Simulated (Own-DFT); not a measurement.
Hf$_{36}$O$_{71}$ (tetragonal hafnia with one neutral oxygen vacancy, atoms displaced) (calculated)

All values are calculated (Own-DFT development build). A calculation, not a measurement: plane-wave PBE and HSE06 DFT by an unreviewed code, no spin, of a simulated cell at Gamma alone, so results move with cell size and shape, stress positive in tension, energies less offsets, not probed for a lower state with spin; hafnium file: forces about 75 meV/angstrom off all-electron values; oxygen file: force components 24 meV/angstrom off all-electron in a glass; k mesh not checked against a denser one; forces and stress are PBE's, HSE06 gives the energy alone, and its difference from PBE has offsets of its own; offsets are fitted by least squares, one for each functional and potential file, so energies compare only between cells with the same atoms and settings and are not formation energies; the far tail of each file's local potential was reset to the Coulomb form; each entry is a single point on an unrelaxed cell, so the pressure reflects the starting lattice, taken from the Materials Project, from which strain is counted, and rises with the displacements; printed positions are rounded, which can move forces by about a meV/angstrom; the program is a retired in-house code; no spin-orbit coupling.

Settings shared by all entries: first functional PBE; second functional HSE06; exact exchange share 0.25; screening 0.11 1/bohr; exchange divergence Gygi-Baldereschi; potential files PseudoDojo norm-conserving, scalar-relativistic, made for PBE, standard set; wave cutoff 48 hartree; occupations fixed; k mesh 1 x 1 x 1 centred on Gamma.

(1) 
```xyz
107
Lattice="10.7800 0.0000 0.0000 0.0000 10.7800 0.0000 0.0000 0.0000 10.4493" Properties=species:S:1:pos:R:3:force_x:R:1:force_y:R:1:force_z:R:1 formula=Hf36O71 PBE_energy_of_cell_above_offsets=-101.074 HSE06_less_PBE_above_offsets=-0.159 PBE_pressure=0.63 PBE_stress_xx=-0.58 PBE_stress_yy=-0.13 PBE_stress_zz=-1.19 PBE_stress_yz=-0.19 PBE_stress_xz=0.58 PBE_stress_xy=-0.03
Hf    10.7540    10.7641     0.0575     -0.343      -0.11     -0.873
Hf     1.8411     1.8228     2.6128     -1.281     -0.259      0.198
O      0.0115     1.8077     1.5729     -0.431     -0.015      0.515
O      1.7991    10.7654     3.6133      0.173      0.051      0.136
O     10.7615     1.8106     4.1712      0.046     -0.068      0.383
O      1.7710     0.0043     1.0389      0.373      0.258     -0.046
Hf    10.7578    10.7701     5.2044     -0.501      0.505      0.393
Hf     1.7966     1.7471     7.8512      0.027      1.551     -0.141
O     10.7607     1.7862     6.8354     -0.255      0.136      0.027
O      1.7761     0.0235     8.8464       0.31     -0.735      0.468
O      0.0096     1.8196     9.4699     -0.067     -0.197     -0.191
O      1.7786     0.0030     6.2089      0.218      0.238      0.003
Hf    10.7602     3.6032     0.0084      0.937     -0.217     -0.601
Hf     1.8191     5.3868     2.5925     -0.448     -0.103      0.531
O      0.0121     5.3804     1.6119      0.194      0.033     -0.618
O      1.8115     3.5822     3.6103      0.278      0.567      0.387
O      0.0398     5.3867     4.1937     -0.377     -0.273      0.068
O      1.8182     3.5781     1.0720     -0.473      0.061     -0.463
Hf    10.7511     3.5997     5.2233      0.217     -0.297      0.299
Hf     1.8485     5.4112     7.8150      -0.72     -0.249      0.959
O     10.7739     5.4006     6.8156       0.43      0.071     -0.614
O      1.8589     3.6325     8.8355     -0.588     -0.549     -0.032
O      0.0098     5.4365     9.3570     -0.142     -0.683      0.972
O      1.8010     3.5287     6.2169     -0.337      0.423     -0.322
Hf    10.7619     7.1408     0.0223      0.521      1.131     -1.159
Hf     1.8086     8.9742     2.6137     -0.033     -0.313     -0.253
O     10.7793     9.0077     1.5769     -0.034      0.054      0.451
O      1.8030     7.1417     3.6822     -0.012      0.545     -0.293
O     10.7793     8.9902     4.2521      0.152     -0.393     -0.738
O      1.7721     7.2221     1.0490      0.468     -0.359     -0.059
Hf     0.0337     7.1905     5.2091     -0.648     -0.173      0.614
Hf     1.7591     8.9879     7.8127      0.499     -0.343      0.645
O      0.0310     9.0214     6.7869     -0.986     -0.324     -0.051
O      1.8351     7.1907     8.8220       0.18     -0.036      0.435
O      0.0087     8.9711     9.3975      0.297     -0.002      0.583
O      1.7708     7.2143     6.3066       0.71     -0.158     -0.868
Hf     3.5353    10.7782     0.0236      1.014     -0.886     -0.794
Hf     5.4035     1.7927     2.6087      0.623     -0.317      0.339
O      3.6096     1.8584     1.6302       0.42     -0.456     -0.573
O      5.4461    10.7639     3.6621     -0.574      0.819     -0.194
O      3.5698     1.7697     4.1961       0.33      0.416      0.134
O      5.4205    10.7644     0.9979     -1.163      0.606      0.716
Hf     3.5712    10.7765     5.2016      0.198     -0.445      0.739
Hf     5.4297     1.7678     7.8507     -0.728     -0.357     -0.122
O      3.5867     1.7848     6.8343      0.674     -0.161     -0.149
O      5.3677    10.7192     8.8805      0.022       1.33      -0.41
O      3.5600     1.8355     9.4218       0.31     -1.023       0.57
O      5.4010    10.7523     6.2687     -0.528      0.461     -0.368
Hf     3.6168     3.5188     0.0844     -0.854       1.21     -1.596
Hf     5.3616     5.3709     2.6076       0.83      1.001     -0.255
O      3.5615     5.3862     1.6113      0.641      0.247      0.073
O      5.3761     3.6116     3.6148     -0.063     -0.554      0.283
O      3.6430     5.4136     4.2455     -0.066     -0.517     -0.404
O      5.3792     3.6503     1.0406      0.748     -0.283      0.022
Hf     3.5922     3.6122     5.2448     -0.187     -0.581      0.235
Hf     5.3961     5.4054     7.8381     -0.052       0.11      0.181
O      3.5856     5.3583     6.8102      0.585      0.073      -0.34
O      5.3625     3.6251     8.8277       0.64     -0.832      0.347
O      3.6042     5.3664     9.4667      0.281      0.498      0.092
O      5.4230     3.5882     6.2638     -0.673      0.131     -0.358
Hf     3.6207     7.1709     0.0085     -0.522      0.154     -0.277
Hf     5.3737     8.9837     2.6774      0.796     -0.117       -1.1
O      3.5642     9.0390     1.5657      0.395     -0.047       0.41
O      5.3957     7.2271     3.6662      -0.13      -1.32     -0.356
O      3.6083     8.9008     4.1136      -0.26      1.345      0.851
O      5.4193     7.1736     1.0097      -0.58      -0.07       0.32
Hf     3.5959     7.1854     5.2124      0.122      0.275      0.666
Hf     5.4161     8.9326     7.8478      0.118      1.244     -0.182
O      3.5805     9.0484     6.8322      0.153     -0.413     -0.405
O      5.4478     7.2177     8.8240     -0.533     -1.318      0.642
O      3.6113     8.9622     9.4773     -0.219      0.321     -0.112
O      5.4292     7.1684     6.2612     -0.971     -0.045     -0.266
Hf     7.1908     0.0345     0.0524     -0.177     -1.718     -1.011
Hf     8.9708     1.8306     2.6426      0.553      -1.04     -0.165
O      7.1911     1.8210     1.5582     -0.143      0.162      0.287
O      8.9638    10.7633     3.6788      0.185      0.378      -0.57
O      7.1985     1.8375     4.1710     -0.298     -0.346     -0.112
O      8.9447    10.7481     1.0232      0.835      0.414      0.574
Hf     7.1550    10.7788     5.2498      0.502     -0.448     -0.375
Hf     8.9738     1.8165     7.8503      0.343     -0.679     -0.125
O      7.1919     1.7943     6.7420     -0.046     -0.015      0.983
O      8.9955    10.7499     8.8971      0.028      1.212     -0.403
O      7.1849     1.8069     9.4509     -0.165      -0.01     -0.897
O      8.9537    10.7727     6.2626      0.471      0.169      0.016
Hf     7.1983     3.5880    10.4138     -0.147      0.851      0.632
Hf     9.0513     5.3760     2.6264     -1.206       0.09     -0.073
O      7.2097     5.3824     1.5760      0.095     -0.008      0.754
O      8.9794     3.5752     3.6525      0.208      0.814     -0.231
O      7.1791     5.4021     4.2025     -0.064     -0.313     -0.082
O      8.9985     3.6124     0.9868     -0.324     -0.062      0.684
Hf     7.1336     3.6087     5.1956      0.756     -0.161      0.396
Hf     9.0375     5.3908     7.8246     -0.283      0.666      0.239
O      7.2077     5.4178     6.8714      0.052      0.304     -0.369
O      9.0121     3.6179     8.9142     -0.338     -0.411     -0.526
O      7.1860     5.4286     9.4764      -0.05      -1.35     -0.772
O      8.9419     3.6291     6.2478      0.357     -0.185      0.079
Hf     7.2135     7.1242     0.0094     -0.254      1.884      -0.06
Hf     8.9970     8.9659     2.6278     -0.628      0.647     -0.134
O      7.2199     9.0041     1.6387     -0.463     -0.205     -0.043
O      9.0199     7.1759     3.6196      0.015     -0.209      0.275
O      7.1349     8.9703     4.1846      0.398     -0.229       0.55
O      9.0004     7.1906     0.9828      0.099     -0.245       0.78
Hf     7.1920     7.1520     5.2184      0.481      0.981      0.356
Hf     8.9906     9.0009     7.8215     -0.277      0.088      0.282
O      7.1952     8.9908     6.7629      0.307     -0.475      0.318
O      8.9965     7.2359     8.8612      -0.09     -0.917     -0.872
O      7.1737     8.9807     9.4067      0.115      0.106      0.518
```

Units: PBE_energy_of_cell_above_offsets, HSE06_less_PBE_above_offsets in eV; PBE_pressure, PBE_stress_xx, PBE_stress_yy, PBE_stress_zz, PBE_stress_yz, PBE_stress_xz, PBE_stress_xy in GPa; force_x, force_y, force_z in eV/Å.

(2) 
```xyz
107
Lattice="10.7800 0.0000 0.0000 0.0000 10.7800 0.0000 0.0000 0.0000 10.4493" Properties=species:S:1:pos:R:3:force_x:R:1:force_y:R:1:force_z:R:1 formula=Hf36O71 PBE_energy_of_cell_above_offsets=-100.664 HSE06_less_PBE_above_offsets=-0.147 PBE_pressure=1.53 PBE_stress_xx=-1.87 PBE_stress_yy=-0.31 PBE_stress_zz=-2.4 PBE_stress_yz=-0.01 PBE_stress_xz=-0.37 PBE_stress_xy=0.04
Hf    10.7421     0.0493    10.4307      1.208     -0.694     -0.409
Hf     1.7781     1.8259     2.6159     -0.654     -0.673     -0.337
O     10.7553     1.8000     1.5407      0.352     -0.063        0.7
O      1.7462     0.0037     3.6835      0.658     -0.118     -1.018
O      0.0240     1.7913     4.1963      -0.24      0.336      0.137
O      1.8389    10.7645     0.9268     -0.796       0.03      0.916
Hf    10.7717    10.7204     5.2135      1.022      0.988     -0.395
Hf     1.7708     1.8847     7.8568     -0.049     -2.162     -0.343
O      0.0051     1.7856     6.8264     -0.197      0.227     -0.171
O      1.8001    10.7337     8.7915     -0.105      0.971      -0.08
O     10.7156     1.7997     9.4058      0.529      0.273     -0.048
O      1.7874    10.7790     6.2512       0.54     -0.403     -0.523
Hf    10.7677     3.6078     0.0053     -0.037     -0.059     -0.552
Hf     1.8082     5.3865     2.5836     -0.067      0.148       0.05
O      0.0344     5.4098     1.6152     -0.127     -0.345      0.297
O      1.8253     3.6216     3.6644      0.055       0.04     -0.261
O     10.7303     5.3896     4.2646      0.275      0.051     -0.549
O      1.8152     3.5708     0.9772        0.1      0.327      0.298
Hf    10.7694     3.6206     5.2481     -0.259     -0.773      0.176
Hf     1.8054     5.3317     7.8444     -0.263      1.176     -0.063
O      0.0284     5.3328     6.8399     -0.086      0.343     -0.206
O      1.7651     3.6149     8.8054      0.029     -0.523      1.173
O      0.0324     5.4162     9.4630      0.035     -0.229      0.053
O      1.8090     3.5923     6.2818     -0.179     -0.389     -0.565
Hf     0.0313     7.1831     0.0333       -0.6      0.488     -0.533
Hf     1.8132     8.9418     2.5659      -0.22      1.223      0.373
O      0.0546     8.9464     1.6177      -0.98      0.005      0.007
O      1.7619     7.2070     3.5889      0.061     -0.924      0.781
O     10.7410     8.9763     4.2049      0.106       -0.6       0.24
O      1.7904     7.1825     1.0606      0.868     -0.144     -0.255
Hf     0.0615     7.1812     5.2240     -0.989      0.171     -0.467
Hf     1.7682     8.9564     7.8256      0.484      0.692      0.892
O     10.7771     8.9997     6.8127      0.204     -0.288     -0.391
O      1.7834     7.1549     8.8493       0.32      0.485      -0.03
O      0.0012     8.9941     9.4562      0.052     -0.459     -0.241
O      1.8084     7.1755     6.2103      0.042       0.42      0.278
Hf     3.6211    10.7670    10.4415     -0.643       0.46     -0.683
Hf     5.3866     1.7725     2.6073     -0.367      0.111     -0.313
O      3.5454     1.8160     1.5769      1.085      0.056      0.907
O      5.3960    10.7729     3.6267      0.035      0.559      0.014
O      3.5931     1.8304     4.2141      0.103      -1.49     -0.572
O      5.3588     0.0206     1.0025        1.1      0.136      0.514
Hf     3.5761    10.7759     5.2309     -0.476     -0.299       0.14
Hf     5.3789     1.7732     7.7919       0.17      0.403       0.68
O      3.5896     1.8010     6.8320      0.044     -0.054     -0.436
O      5.3582     0.0153     8.8180      0.301     -0.048      0.066
O      3.5966     1.7867     9.4478     -0.033      0.648     -0.524
O      5.4368    10.7402     6.2755     -0.664      0.634     -0.696
Hf     3.6684     3.5893    10.4126     -0.975     -0.724      0.278
Hf     5.3927     5.3319     2.5734      0.593      0.781      1.224
O      3.6155     5.3846     1.5994     -0.295       0.01     -0.051
O      5.4307     3.5827     3.6940     -0.153     -0.355     -0.968
O      3.6523     5.4077     4.2486      0.142     -0.103     -0.657
O      5.3902     3.6021     0.9956      0.172     -0.101      0.625
Hf     3.5561     3.5345     5.1768      0.677      1.539      1.433
Hf     5.3507     5.4156     7.8512      0.233     -0.459     -0.496
O      3.5555     5.3548     6.7904      0.778       0.49      0.309
O      5.4185     3.6308     8.8229       -0.2     -0.808      0.523
O      3.5606     5.3480     9.4363      0.254      0.811     -0.016
O      5.4222     3.5908     6.2665     -1.327     -0.329     -0.311
Hf     3.5930     7.1816     0.0527     -0.543      0.472      -1.28
Hf     5.3697     8.9804     2.5773       0.18      -0.77      0.873
O      3.6263     8.9384     1.6070     -0.618      0.062     -0.488
O      3.6126     8.9935     4.1412      0.282     -0.344      0.985
O      5.3419     7.2184     1.0162      1.284     -0.363      0.395
Hf     3.5954     7.1674     5.2399      0.742      0.319     -0.384
Hf     5.3737     8.9624     7.7845      0.583      0.618      1.932
O      3.6730     8.9884     6.8467     -2.238     -0.049     -1.056
O      5.3621     7.1910     8.8323     -0.028     -0.382      0.662
O      3.6130     9.0243     9.4739      -0.07     -1.575      -0.23
O      5.4170     7.2165     6.2911     -0.507     -0.241     -1.057
Hf     7.2129     0.0524    10.4354      0.009     -0.997      -0.06
Hf     8.9582     1.7514     2.6376      0.805      0.481     -0.091
O      7.1921     1.8203     1.5680     -0.158     -0.319      0.554
O      8.9860    10.7481     3.6070      -0.16       0.26      0.109
O      7.2346     1.7867     4.2411     -0.288     -0.695     -0.613
O      9.0404    10.7314     1.0211     -1.384      0.225      0.158
Hf     7.1610    10.7323     5.1940      0.535      0.673      0.283
Hf     8.9654     1.8230     7.7700      0.984      0.309      1.438
O      7.2222     1.8522     6.7949     -0.855     -0.346      0.036
O      8.9685    10.7379     8.8412     -0.162      0.432     -0.434
O      7.2139     1.7623     9.4550     -0.014       1.13     -0.563
O      9.0090    10.7657     6.1824     -1.098     -0.086      0.507
Hf     7.2081     3.6344     0.0254      0.688     -0.067      -1.01
Hf     8.9706     5.3688     2.6195     -0.034      0.313      0.226
O      7.1985     5.3259     1.5564     -0.619      0.165      0.308
O      8.9642     3.5689     3.6165      0.245     -0.071     -0.057
O      7.2255     5.4091     4.1920     -0.568      0.086       0.46
O      9.0158     3.6177     0.9863     -0.454      0.055      0.647
Hf     7.1403     3.5343     5.2646      0.754       1.29     -0.303
Hf     8.9756     5.4353     7.8124     -0.217     -0.886      0.641
O      7.1481     5.3571     6.8514      0.258      0.509     -0.357
O      9.0323     3.6435     8.8781     -0.226     -0.797     -0.598
O      7.2776     5.3800     9.4216      -0.76      0.758      0.517
O      8.9934     3.6186     6.2779     -0.158     -0.253     -0.485
Hf     7.1770     7.2291     0.0227      0.771     -0.501     -0.517
Hf     8.9402     8.9512     2.6266       1.45     -0.296     -0.255
O      7.1971     8.9761     1.6389     -0.557      -0.19     -0.631
O      8.9576     7.1799     3.6267      0.067      0.034      0.284
O      7.1790     9.0101     4.1817     -0.229     -1.028      0.445
O      9.0114     7.1311     1.0583     -0.699      0.337     -0.444
Hf     7.1968     7.2073     5.2794      0.164     -0.978     -1.128
Hf     8.9878     8.9753     7.7556      0.223     -0.084      1.799
O      7.1733     9.0021     6.8621      0.668     -0.202     -1.054
O      8.9745     7.1628     8.8456     -0.036      1.246      0.063
O      7.1313     8.9815     9.4730      0.124      0.133      0.128
O      9.0009     7.1643     6.2700      0.216      0.192      -0.28
```

Units: PBE_energy_of_cell_above_offsets, HSE06_less_PBE_above_offsets in eV; PBE_pressure, PBE_stress_xx, PBE_stress_yy, PBE_stress_zz, PBE_stress_yz, PBE_stress_xz, PBE_stress_xy in GPa; force_x, force_y, force_z in eV/Å.
